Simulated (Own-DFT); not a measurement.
Simulation results for SiC (4H silicon carbide, atoms displaced)

A calculation, not a measurement: plane-wave PBE density functional theory by an unreviewed code, no spin, of a simulated periodic cell, stress positive in tension, free energy of the whole cell less one offset for each atom, forces on such cells passed a denser k mesh, this cell's mesh not checked; offsets are fitted by least squares, one for each functional and potential file, so energies compare only between cells with the same atoms and settings and are not formation energies; the far tail of each file's local potential was reset to the Coulomb form; each entry is a single point on an unrelaxed cell, so the pressure reflects the starting lattice, mostly measured values (interpolated for alloys), from which strain is counted, and rises with the displacements; printed positions are rounded, which can move forces by about a meV/angstrom; the program, named Own-DFT, is a retired in-house code; no spin-orbit coupling. Program: Own-DFT development build.

Common to all runs: functional PBE; potential files PseudoDojo norm-conserving, scalar-relativistic, standard set; wave cutoff 42 hartree; occupations Fermi-Dirac; smearing width 0.1 eV; hardware one NVIDIA H100; k mesh 5 x 5 x 3 centred on Gamma.

(1) 
```xyz
32
Lattice="6.1654 0.0000 0.0000 -3.0827 5.3394 0.0000 0.0000 0.0000 10.0681" Properties=species:S:1:pos:R:3:force_x:R:1:force_y:R:1:force_z:R:1 formula=SiC free_energy_of_cell_above_offsets=-4.802 pressure=3.64 stress_xx=-3.02 stress_yy=-3.45 stress_zz=-4.45 stress_yz=0.22 stress_xz=0.3 stress_xy=0.26 wall_time=117
Si     0.0407     0.0206     4.0760     -0.942     -0.067      0.557
Si    -0.0053     1.7807     1.5811      0.043      -0.16     -0.283
C      3.0904     5.2917     0.9532     -0.022      1.509     -0.236
C     -0.0024     1.8210     3.4570      0.063     -0.729      0.093
Si    -1.5427     2.6838     4.0447     -0.654     -0.899      1.601
Si    -1.5329     4.4594     1.5859      0.087      0.083     -0.077
C     -1.5474     2.6996     0.9365      0.572     -0.396      0.206
C     -1.5307     4.4366     3.4963      0.019      0.582     -0.835
Si     0.0056     5.3180     4.0899      0.071      1.173     -1.022
Si     3.0959     1.8206     1.5328     -0.666     -0.666       0.79
C      3.0275     0.0340     0.8962      1.267     -0.257      0.673
C      3.0602     1.8028     3.4527      0.183     -0.412     -0.257
Si     1.5194     2.7058     4.0941        0.6     -0.453     -0.026
Si     1.5624     4.4369     1.5542     -1.203      0.927       0.08
C      1.5302     2.7017     0.9578     -0.258     -0.833     -0.685
C      1.5319     4.4540     3.4373      0.598      0.507      0.453
Si     0.0093     0.0623     9.1143      0.136     -1.213      0.558
Si     3.0772     3.5976     6.6155     -0.173     -1.923      0.263
C     -3.0493     5.3121     6.0157     -0.752      0.931     -0.902
C      3.1128     3.5838     8.5521     -1.633      0.487     -0.964
Si     4.5828     2.7096     9.1400      0.773     -0.936     -0.316
Si     4.6207     0.9031     6.6244       0.25     -0.817     -0.367
C      4.5886     2.6057     6.0168      0.748      2.134     -1.059
C      4.6270     0.8671     8.5054     -0.313      0.966      0.117
Si     3.0888     0.0010     9.0947     -0.497       0.26      0.577
Si     0.0213     3.6054     6.6087     -1.003     -1.164     -0.579
C      3.0656     0.0366     5.9111       0.65     -0.732       1.91
C     -0.0474     3.5731     8.4949      0.525      0.144      -0.02
Si     1.4930     2.6939     9.1310      0.921       0.62     -0.088
Si     1.5545     0.8161     6.6708     -0.332      2.102     -2.013
C      1.5048     2.6710     5.9646      0.665     -0.135      0.779
C      1.5406     0.9460     8.4795      0.277     -0.634      1.071
```

Units: free_energy_of_cell_above_offsets in eV; pressure, stress_xx, stress_yy, stress_zz, stress_yz, stress_xz, stress_xy in GPa; wall_time in s; force_x, force_y, force_z in eV/Å.

(2) 
```xyz
32
Lattice="6.1654 0.0000 0.0000 -3.0827 5.3394 0.0000 0.0000 0.0000 10.0681" Properties=species:S:1:pos:R:3:force_x:R:1:force_y:R:1:force_z:R:1 formula=SiC free_energy_of_cell_above_offsets=-4.729 pressure=3.75 stress_xx=-4.22 stress_yy=-2.77 stress_zz=-4.25 stress_yz=0.29 stress_xz=-0.03 stress_xy=-1.67 wall_time=114.9
Si     0.0134     0.0059     4.1033     -0.057     -0.161      -0.23
Si     0.0174     1.7923     1.6135     -0.497     -0.552     -1.277
C      3.0631     5.2887     0.9717      1.403      1.978     -1.341
C      0.0044     1.7420     3.4306     -0.038       1.04       1.39
Si     4.5843     2.7014     4.0434      1.389     -0.703       1.29
Si    -1.5766     4.4510     1.5916      0.876     -0.431      0.168
C      4.6123     2.6537     0.9774      0.314      0.161     -0.653
C     -1.4978     4.4681     3.5155     -0.991      0.056       -0.9
Si     3.0503     0.0286     4.1292      2.031      0.009     -1.357
Si     3.0616     1.7706     1.5660      0.268      -0.17     -0.029
C     -0.0368     5.3267     0.9618       0.81     -0.111      -0.47
C      3.0923     1.8152     3.4611     -0.562     -0.853     -0.277
Si     1.5548     2.6352     4.0764     -0.625      1.623      0.318
Si     1.6103     4.4865     1.5390     -2.776     -1.265      1.759
C      1.5386     2.6583     0.9437     -0.139      0.578      0.029
C      1.5978     4.5071     3.4747     -1.432     -1.227     -0.358
Si     3.0531     5.3023     9.1125      0.719      0.749      0.759
Si     3.0690     3.5751     6.6108     -0.264     -1.309     -0.034
C      3.0348     5.2938     5.9603      0.938      0.905      0.393
C      3.0357     3.5619     8.5268      0.819     -0.496     -0.644
Si    -1.5351     2.6775     9.1061     -0.722     -0.563      0.588
Si     4.6261     0.8781     6.6069      0.335       0.77     -0.095
C      4.6163     2.6577     5.9870      0.131      0.686     -0.348
C      4.6437     0.8606     8.4794     -0.779      0.423      0.539
Si     0.0219     5.2908     9.1199     -1.117      1.262       0.27
Si    -0.0028     3.6274     6.5970     -0.138     -1.393      -0.67
C      3.1287     0.0447     5.9492     -1.571      -0.37       1.15
C     -0.0259     3.5479     8.4644      0.298      0.381      0.539
Si     1.5138     2.6939     9.1366      -0.09     -1.024     -0.267
Si     1.5010     0.8391     6.6214      0.276       1.33     -0.156
C      1.5098     2.6829     5.9849      0.239      -0.68     -0.113
C      1.4879     0.9001     8.5131      0.952     -0.644      0.025
```

Units: free_energy_of_cell_above_offsets in eV; pressure, stress_xx, stress_yy, stress_zz, stress_yz, stress_xz, stress_xy in GPa; wall_time in s; force_x, force_y, force_z in eV/Å.

(3) 
```xyz
32
Lattice="6.1654 0.0000 0.0000 -3.0827 5.3394 0.0000 0.0000 0.0000 10.0681" Properties=species:S:1:pos:R:3:force_x:R:1:force_y:R:1:force_z:R:1 formula=SiC free_energy_of_cell_above_offsets=-4.862 pressure=3.58 stress_xx=-3.38 stress_yy=-1.71 stress_zz=-5.65 stress_yz=0.38 stress_xz=0.3 stress_xy=-1.04 wall_time=130.6
Si     3.1044     5.2981     4.0358      -0.11      1.306      0.945
Si    -0.0412     1.7979     1.6308      0.576      -0.26     -1.766
C      6.1413     0.0226     0.9157      0.517     -0.246      1.078
C      0.0483     1.8261     3.4435     -1.492     -1.098      1.043
Si    -1.5281     2.7005     4.1487     -0.161     -0.534     -2.822
Si    -1.5170     4.4318     1.5324     -1.312      0.301      0.505
C      4.6082     2.6615     0.9204      0.078      0.292      0.173
C     -1.5110     4.4827     3.4175     -0.382     -1.093      0.633
Si    -0.0085     5.3066     4.1276      0.543      1.011     -0.968
Si     3.0847     1.7798     1.5274     -0.642      0.105      0.946
C      3.0304     0.0041     0.9641      1.569     -0.082     -0.543
C      3.1069     1.7514     3.4371      0.314      0.396      0.509
Si     1.5584     2.6534     4.0380      0.761     -0.028      0.719
Si     1.5619     4.4525     1.5939     -0.758     -0.046     -0.489
C      1.5029     2.6680     0.9352      0.477      0.127       0.57
C      1.5481     4.4322     3.4894      0.037      0.265     -0.573
Si     0.0023     0.0200     9.1329     -0.682      0.048     -0.393
Si     3.0685     3.5695     6.6086     -0.312      0.071     -0.375
C      6.1625     0.0017     5.9704      0.482       0.16     -0.375
C      3.0693     3.5970     8.5004     -0.022     -0.618     -0.009
Si    -1.5584     2.7263     9.1146      0.264     -1.423     -0.186
Si     4.6463     0.9057     6.5957     -0.447     -0.386      0.361
C     -1.5400     2.6883     5.9303     -0.333     -0.034      2.071
C      4.5794     0.8539     8.5293      1.045      1.545     -0.839
Si     3.1018     0.0064     9.1589     -1.021     -1.037     -0.648
Si    -0.0124     3.5852     6.5695      0.237      -0.37      1.083
C      3.0805     0.0061     5.9811     -0.033      0.551        0.2
C      0.0243     3.5010     8.5122     -0.604      1.316     -0.647
Si     1.5414     2.6696     9.1499      0.089     -0.622      -0.64
Si     1.5488     0.9323     6.6297     -0.458     -0.735     -0.937
C      1.4953     2.6790     5.9382      0.973      0.057      0.324
C      1.5226     0.8427     8.4723      0.809      1.063      1.051
```

Units: free_energy_of_cell_above_offsets in eV; pressure, stress_xx, stress_yy, stress_zz, stress_yz, stress_xz, stress_xy in GPa; wall_time in s; force_x, force_y, force_z in eV/Å.

(4) 
```xyz
32
Lattice="6.1654 0.0000 0.0000 -3.0827 5.3394 0.0000 0.0000 0.0000 10.0681" Properties=species:S:1:pos:R:3:force_x:R:1:force_y:R:1:force_z:R:1 formula=SiC free_energy_of_cell_above_offsets=-4.210 pressure=4.18 stress_xx=-3.24 stress_yy=-3.69 stress_zz=-5.62 stress_yz=-0.55 stress_xz=-0.9 stress_xy=0.08 wall_time=128.8
Si     6.1593     0.0095     4.1053      0.282     -0.131     -1.472
Si    -0.0164     1.7759     1.5918      0.289       0.27     -0.894
C     -3.0110     5.3245     0.9133     -2.364      1.323     -0.009
C     -0.0426     1.7886     3.4376      0.523     -0.256      0.901
Si     4.6129     2.6752     4.1017      0.013      0.327     -0.223
Si    -1.5901     4.4851     1.5479       2.44     -0.946      0.899
C     -1.5520     2.7026     0.9306      0.172      -0.62      0.036
C     -1.5117     4.4685     3.4627     -0.892      -0.12      0.083
Si     3.0607     0.0213     4.1299      1.044     -0.247     -0.677
Si     3.0578     1.8263     1.5343      0.955     -1.451       0.99
C      0.0549     5.2705     0.9469     -1.373      1.859     -0.725
C      3.0877     1.7949     3.4997     -0.442      -0.14     -0.986
Si     1.5190     2.6517     4.0709      0.326      0.504      0.081
Si     1.5292     4.4204     1.6172      1.128      1.165     -0.587
C      1.5645     2.7267     0.9751     -1.152     -1.673     -1.178
C      1.5678     4.4448     3.4622      -0.69        0.1      0.759
Si     0.0543     0.0359     9.0950     -1.174     -0.822      0.892
Si     3.0567     3.5417     6.5880      1.665      1.105      0.549
C      0.0326     0.0247     5.9097     -0.668     -0.413      2.106
C      3.0729     3.6111     8.4988      0.157     -1.093      -0.34
Si    -1.5238     2.6639     9.1218     -0.928      0.483       0.04
Si     4.6840     0.9221     6.6865     -1.048     -0.969     -2.886
C      4.6079     2.6379     5.9771      0.864      0.749      0.523
C      4.6475     0.8820     8.4778      0.064      0.372       1.51
Si     0.0287     5.3299     9.0868      -0.44      0.383      0.871
Si     0.0543     3.4682     6.6506      -1.24      2.245     -1.424
C      3.1439     0.0175     5.9743     -0.831     -0.644      1.641
C      0.0028     3.5568     8.5081     -0.282     -0.102     -0.164
Si     1.4941     2.6386     9.1005       1.42      2.608      1.589
Si     1.4916     0.9137     6.6087      2.168     -0.647     -0.698
C      1.5945     2.6857     5.9836      -1.46     -0.982     -0.666
C      1.4954     0.9771     8.4928      1.472     -2.235     -0.543
```

Units: free_energy_of_cell_above_offsets in eV; pressure, stress_xx, stress_yy, stress_zz, stress_yz, stress_xz, stress_xy in GPa; wall_time in s; force_x, force_y, force_z in eV/Å.

(5) 
```xyz
32
Lattice="6.1654 0.0000 0.0000 -3.0827 5.3394 0.0000 0.0000 0.0000 10.0681" Properties=species:S:1:pos:R:3:force_x:R:1:force_y:R:1:force_z:R:1 formula=SiC free_energy_of_cell_above_offsets=-4.547 pressure=3.99 stress_xx=-4.11 stress_yy=-2.03 stress_zz=-5.83 stress_yz=0 stress_xz=0.84 stress_xy=0.35 wall_time=121.6
Si    -3.0501     5.3358     4.0808     -1.595      0.206      0.642
Si     0.0090     1.8332     1.6123     -0.098     -1.155      -1.59
C     -3.0370     5.3142     0.9514     -1.303      1.004      0.404
C     -0.0119     1.8063     3.4641      1.368     -0.563      0.248
Si    -1.4745     2.6470     4.1032     -2.015      1.191      0.185
Si    -1.5469     4.4355     1.5955      0.358      0.777     -0.087
C      4.5691     2.6930     0.9340      2.139     -0.057     -0.037
C     -1.5666     4.5085     3.4885       1.38     -1.532     -0.437
Si     3.0879     0.0092     4.1031      0.015      0.467     -0.911
Si     3.1243     1.7966     1.5324     -0.933     -0.883      0.823
C      3.0834     0.0136     0.9346      0.424     -0.925      0.806
C      3.1276     1.7970     3.4226     -0.287     -0.113      0.407
Si     1.5684     2.7005     4.0393      0.302     -0.853      1.515
Si     1.5448     4.3787     1.5501      0.311      1.721      0.018
C      1.5926     2.6598     0.8826     -1.045     -0.274      1.282
C      1.5154     4.4279     3.4422      0.596      0.789      0.073
Si    -0.0087     0.0369     9.1501      0.396     -1.021     -0.442
Si     3.0584     3.5353     6.6233      1.209      0.304      0.217
C      3.0824     5.2880     5.9958      0.271      1.095     -0.243
C      3.0807     3.4963     8.5072      0.182      1.934     -0.166
Si    -1.5555     2.7059     9.1231      0.263     -1.233     -0.186
Si     4.6616     0.8816     6.6839     -0.603     -0.053      -2.45
C      4.5855     2.6469     5.9694      1.239      0.087      0.476
C      4.6108     0.8665     8.4746      0.037      0.325      2.165
Si     0.0121     5.2819     9.1747     -0.404       0.53      -1.42
Si     0.0168     3.5637     6.5951      -0.91      0.168     -0.021
C      3.0831     0.0363     5.9363      0.661     -0.689      1.308
C     -0.0153     3.5111     8.4858      0.655      0.683      0.439
Si     1.5852     2.6520     9.1157     -1.149     -0.243     -0.566
Si     1.5688     0.8791     6.6144     -0.601      0.014      0.353
C      1.5679     2.6922     6.0682     -1.079     -0.985     -2.311
C      1.5519     0.8871     8.5339      0.214     -0.715     -0.495
```

Units: free_energy_of_cell_above_offsets in eV; pressure, stress_xx, stress_yy, stress_zz, stress_yz, stress_xz, stress_xy in GPa; wall_time in s; force_x, force_y, force_z in eV/Å.

(6) 
```xyz
32
Lattice="6.1654 0.0000 0.0000 -3.0827 5.3394 0.0000 0.0000 0.0000 10.0681" Properties=species:S:1:pos:R:3:force_x:R:1:force_y:R:1:force_z:R:1 formula=SiC free_energy_of_cell_above_offsets=-4.776 pressure=3.63 stress_xx=-2.96 stress_yy=-2.44 stress_zz=-5.48 stress_yz=-0.16 stress_xz=-0.3 stress_xy=-0.01 wall_time=124.8
Si     6.1503     0.0220     4.0964      0.707     -1.277     -0.697
Si     0.0059     1.7519     1.5619      0.471      0.815     -0.538
C      6.1550     0.0174     0.9500      0.177     -0.861      -0.36
C      0.0461     1.7611     3.4404     -1.091      0.243      0.519
Si    -1.5121     2.6485     4.0788     -0.916      0.127       0.22
Si    -1.4992     4.3983     1.5840     -1.005      1.657     -0.472
C     -1.5169     2.6994     0.9236     -0.317     -1.243     -0.091
C     -1.5493     4.4035     3.4293      0.326      0.693      1.332
Si     3.0969     0.0073     4.1464     -0.587     -0.717     -2.016
Si     3.0800     1.8032     1.5589     -0.164     -0.085      0.035
C      3.0677     0.0154     0.9526      0.213      0.228     -0.537
C      3.0368     1.7459     3.4495      1.032      0.638      0.634
Si     1.5165     2.6745     4.0760      1.033        0.4      -0.73
Si     1.5050     4.5097     1.6109      0.743     -0.777      -1.99
C      1.5470     2.7021     0.9435     -0.189      0.191     -0.019
C      1.5509     4.4607     3.3943     -0.376      0.123      2.881
Si     6.1292     0.0114     9.1085      0.697      0.538      0.428
Si     3.0717     3.5179     6.6264      0.618       0.78     -0.698
C     -3.0580     5.3165     5.9921     -1.185     -0.262     -0.764
C      3.0933     3.5893     8.4672     -0.348     -0.159      0.641
Si    -1.5509     2.6948     9.1010      0.524     -0.127      0.007
Si     4.6322     0.8510     6.5792     -0.323      1.167      0.134
C     -1.5284     2.7259     6.0172      0.201     -1.811     -1.075
C      4.5887     0.9183     8.4498      0.735     -0.158      0.642
Si     3.0966     0.0259     9.1115     -0.082     -0.709      0.469
Si     0.0585     3.5207     6.5989     -1.274      0.983      0.517
C     -0.0066     5.3110     5.9731      0.261      0.249      0.383
C      0.0157     3.5683     8.4909      0.037      0.079     -0.115
Si     1.5603     2.7360     9.1126      -0.24     -1.592      0.515
Si     1.4996     0.8634     6.5635      1.528      0.553      1.408
C      1.5511     2.6981     5.9363      0.127     -1.232      0.363
C      1.5776     0.8471     8.5243     -1.332      1.548     -1.026
```

Units: free_energy_of_cell_above_offsets in eV; pressure, stress_xx, stress_yy, stress_zz, stress_yz, stress_xz, stress_xy in GPa; wall_time in s; force_x, force_y, force_z in eV/Å.

(7) 
```xyz
32
Lattice="6.1654 0.0000 0.0000 -3.0827 5.3394 0.0000 0.0000 0.0000 10.0681" Properties=species:S:1:pos:R:3:force_x:R:1:force_y:R:1:force_z:R:1 formula=SiC free_energy_of_cell_above_offsets=-4.719 pressure=3.71 stress_xx=-3.36 stress_yy=-2 stress_zz=-5.76 stress_yz=-0.22 stress_xz=0.71 stress_xy=0.89 wall_time=125.9
Si    -3.0586     5.3072     4.0863     -1.005        1.4     -0.483
Si     0.0523     1.7863     1.5751     -1.563     -0.144     -0.746
C      0.0152     0.0089     0.9301      0.026     -0.442      0.947
C     -0.0370     1.8402     3.3961      0.962     -1.219      2.436
Si     4.6116     2.6693     4.1446     -0.211     -0.452      -1.06
Si    -1.5485     4.4411     1.6408      0.523     -0.184     -2.258
C      4.6274     2.6344     0.9708     -0.006      0.972     -0.587
C     -1.5519     4.4270     3.4681      0.075      0.175      0.965
Si    -0.0415     5.3071     4.1072      1.174      0.882     -0.516
Si     3.0582     1.8237     1.5905      0.478     -0.921     -0.427
C      3.0920     0.0149     0.9293      -0.44     -0.041      1.043
C      3.0672     1.8012     3.4632     -0.109     -0.743      0.804
Si     1.5433     2.6372     4.1455     -0.532      0.892     -1.828
Si     1.5457     4.4430     1.5736     -0.216      0.971      -0.27
C      1.5113     2.6973     0.9379      1.012     -0.003     -0.152
C      1.5586     4.4758     3.4346     -0.501     -0.776      1.392
Si     0.0024     0.0060     9.1524     -0.015     -0.161     -0.717
Si     3.0807     3.5903     6.5742     -0.817     -0.973      0.989
C      3.0581     5.3266     5.9848      0.494      0.594     -0.465
C      3.0892     3.5100     8.4640     -0.298      1.796      0.255
Si     4.5961     2.6806     9.1036      1.185      0.214      0.793
Si     4.6282     0.8654     6.6040     -0.905      0.893      0.466
C      4.5378     2.6766     6.0004      2.294     -0.461     -0.328
C      4.6091     0.9290     8.5088      0.683     -0.946     -0.348
Si     3.0806     0.0409     9.1355      0.247     -0.798      0.062
Si     0.0628     3.5788     6.6033     -2.132     -0.651       0.49
C     -0.0401     5.3218     6.0086      0.851      0.259     -0.869
C     -0.0010     3.5940     8.4698      0.237     -0.244      0.735
Si     1.5677     2.7145     9.1301     -1.089     -0.636     -0.272
Si     1.5361     0.8569     6.6307     -0.312      0.669      0.715
C      1.5129     2.6579     5.9820      0.752     -0.322      0.283
C      1.5602     0.8965     8.5583     -0.844      0.399     -1.052
```

Units: free_energy_of_cell_above_offsets in eV; pressure, stress_xx, stress_yy, stress_zz, stress_yz, stress_xz, stress_xy in GPa; wall_time in s; force_x, force_y, force_z in eV/Å.
